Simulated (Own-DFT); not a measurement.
Simulation results for TiO2 (rutile, atoms displaced)

All values are calculated (Own-DFT development build). A calculation, not a measurement: plane-wave PBE density functional theory by an unreviewed code, no spin, of a simulated periodic cell, stress positive in tension, free energy of the whole cell less one offset for each atom, oxygen file: force components 24 meV/angstrom off all-electron in one glass; forces on such cells passed a denser k mesh, this cell's mesh not checked; offsets are fitted by least squares, one for each functional and potential file, so energies compare only between cells with the same atoms and settings and are not formation energies; the far tail of each file's local potential was reset to the Coulomb form; each entry is a single point on an unrelaxed cell, so the pressure reflects the starting lattice, mostly measured values (interpolated for alloys), from which strain is counted, and rises with the displacements; printed positions are rounded, which can move forces by about a meV/angstrom; the program, named Own-DFT, is a retired in-house code; no spin-orbit coupling; before rounding, a Quantum ESPRESSO 7.3.1 run of the same cell and cutoff gave forces within 1 meV/angstrom rms on each cell, which checks the program and not the settings.

```xyz
72
Lattice="9.1874 0.0000 0.0000 0.0000 9.1874 0.0000 0.0000 0.0000 8.8761" Properties=species:S:1:pos:R:3:force_x:R:1:force_y:R:1:force_z:R:1 formula=TiO2 functional=PBE potential_files=PseudoDojo_norm-conserving,scalar-relativistic,standard_set wave_cutoff=72 occupations=Fermi-Dirac smearing_width=0.1 k_mesh=3_x_3_x_3_centred_on_Gamma free_energy_of_cell_above_offsets=-19.660 pressure=4.9 stress_xx=-5.15 stress_yy=-5.18 stress_zz=-4.37 stress_yz=-0.07 stress_xz=-0.02 stress_xy=-0.05
Ti     0.0004     9.1656     0.0133      0.349      0.326     -0.283
Ti     2.2525     2.2992     1.4798      0.731      -0.18      0.068
O      1.3981     1.4038     0.0124     -0.253     -0.277     -0.172
O      3.2038     3.1830     0.0225      0.047      0.181     -0.268
O      3.7050     0.8970     1.4984     -0.055     -0.042     -0.257
O      0.9057     3.7085     1.5000     -0.288      0.034     -0.288
Ti     0.0024     9.1506     2.9535      0.379      0.213      0.309
Ti     2.3003     2.3237     4.4403      0.692     -0.044      0.069
O      1.3994     1.4228     2.9260     -0.508      -0.56      0.598
O      3.2139     3.1711     2.9682     -0.115      0.282      0.017
O      3.7200     0.8859     4.4251     -0.249      0.031      0.125
O      0.9126     3.7306     4.4389      0.054     -0.361      0.125
Ti     9.1795     0.0361     5.9325      0.467     -0.446      -0.12
Ti     2.2880     2.3103     7.4015      0.674      0.052     -0.163
O      1.4086     1.3933     5.9336     -0.268     -0.066     -0.175
O      3.2081     3.1671     5.9391      -0.38     -0.043     -0.257
O      3.7077     0.9040     7.3816      -0.08     -0.051      0.043
O      0.8955     3.6879     7.3994     -0.203      0.082      0.062
Ti     9.1787     4.5722     0.0053      0.103      0.132     -0.071
Ti     2.2838     6.8924     1.4724      0.372     -0.121     -0.355
O      1.4011     5.9632     0.0127     -0.179     -0.075     -0.033
O      3.1825     7.7720     8.8633       0.24       0.28      0.259
O      3.7055     5.4752     1.4501     -0.068      0.106      0.183
O      0.9342     8.2935     1.4659     -0.457      0.026       0.25
Ti     0.0064     4.6206     2.9549     -0.075     -0.093      0.295
Ti     2.2928     6.8697     4.4342      0.057      0.043      0.421
O      1.3949     5.9667     2.9446      0.063      0.226      0.044
O      3.2106     7.7496     2.9156       0.01      0.046      0.415
O      3.6749     5.4814     4.4616     -0.034      0.036     -0.541
O      0.9539     8.2756     4.4749     -0.622      0.463     -0.649
Ti     9.1849     4.5529     5.9289      0.159      0.615     -0.256
Ti     2.2861     6.9145     7.3970      0.122     -0.465     -0.089
O      1.3815     6.0045     5.9481     -0.198     -0.358     -0.363
O      3.1799     7.7570     5.9278      0.482      0.464      -0.23
O      3.7010     5.5066     7.3839      0.065     -0.161      0.365
O      0.8871     8.2756     7.4104     -0.159      0.231     -0.038
Ti     4.6013     0.0226     8.8537     -0.473      0.164      0.799
Ti     6.8790     2.2849     1.5045      0.062      0.321     -0.508
O      6.0108     1.3862     0.0079      -0.12     -0.105     -0.172
O      7.7512     3.1848     8.8658      0.519      0.326      0.018
O      8.3186     0.8912     1.4612     -0.102     -0.211       0.38
O      5.5143     3.6804     1.4846     -0.166       0.31     -0.026
Ti     4.6082     9.1723     2.9608     -0.572      0.034     -0.291
Ti     6.9056     2.2677     4.4205     -0.497      0.641      0.001
O      5.9983     1.3969     2.9381      0.201     -0.096      0.322
O      7.8007     3.1900     2.9664     -0.008     -0.097     -0.026
O      8.3020     0.8817     4.4237      0.022      0.079     -0.106
O      5.4705     3.6790     4.4020      0.361     -0.104      0.032
Ti     4.6133     9.1708     5.9268     -0.566      0.117     -0.554
Ti     6.8864     2.2731     7.3780     -0.386      0.473      0.499
O      6.0081     1.4007     5.9113     -0.058     -0.249     -0.097
O      7.7715     3.2023     5.9358      0.218     -0.042     -0.267
O      8.3090     0.8843     7.3899     -0.298      0.227      0.189
O      5.4561     3.6992     7.3590      0.571     -0.453      0.571
Ti     4.5950     4.5988     0.0146     -0.395     -0.502     -0.805
Ti     6.8932     6.8659     1.4627     -0.503      0.198      0.421
O      5.9974     6.0067     0.0114     -0.037     -0.056     -0.158
O      7.7837     7.7690     8.8678      0.086      0.307      0.112
O      8.3055     5.5268     1.4616     -0.178     -0.173      0.145
O      5.4858     8.3091     1.4588      0.489     -0.487     -0.005
Ti     4.5859     4.6222     2.9444     -0.029     -0.569      0.645
Ti     6.9100     6.8905     4.4271     -0.107      -0.09      0.423
O      5.9841     6.0041     2.9894     -0.044     -0.148     -0.545
O      7.7617     7.7753     2.9828       0.69      0.462     -0.452
O      8.3113     5.4802     4.4329     -0.302      0.161       0.14
O      5.5131     8.2817     4.4308     -0.094     -0.001      0.211
Ti     4.6371     4.6457     5.9168     -0.438     -0.615      0.127
Ti     6.9079     6.8964     7.4184      0.087     -0.156     -0.718
O      5.9700     5.9589     5.9142      0.812      0.808      0.133
O      7.7950     7.8003     5.8809     -0.222     -0.213      0.531
O      8.2816     5.5153     7.4177      0.023     -0.205     -0.123
O      5.4768     8.3139     7.3825      0.578     -0.588      0.115
```

Units: wave_cutoff in hartree; smearing_width, free_energy_of_cell_above_offsets in eV; pressure, stress_xx, stress_yy, stress_zz, stress_yz, stress_xz, stress_xy in GPa; force_x, force_y, force_z in eV/Å.
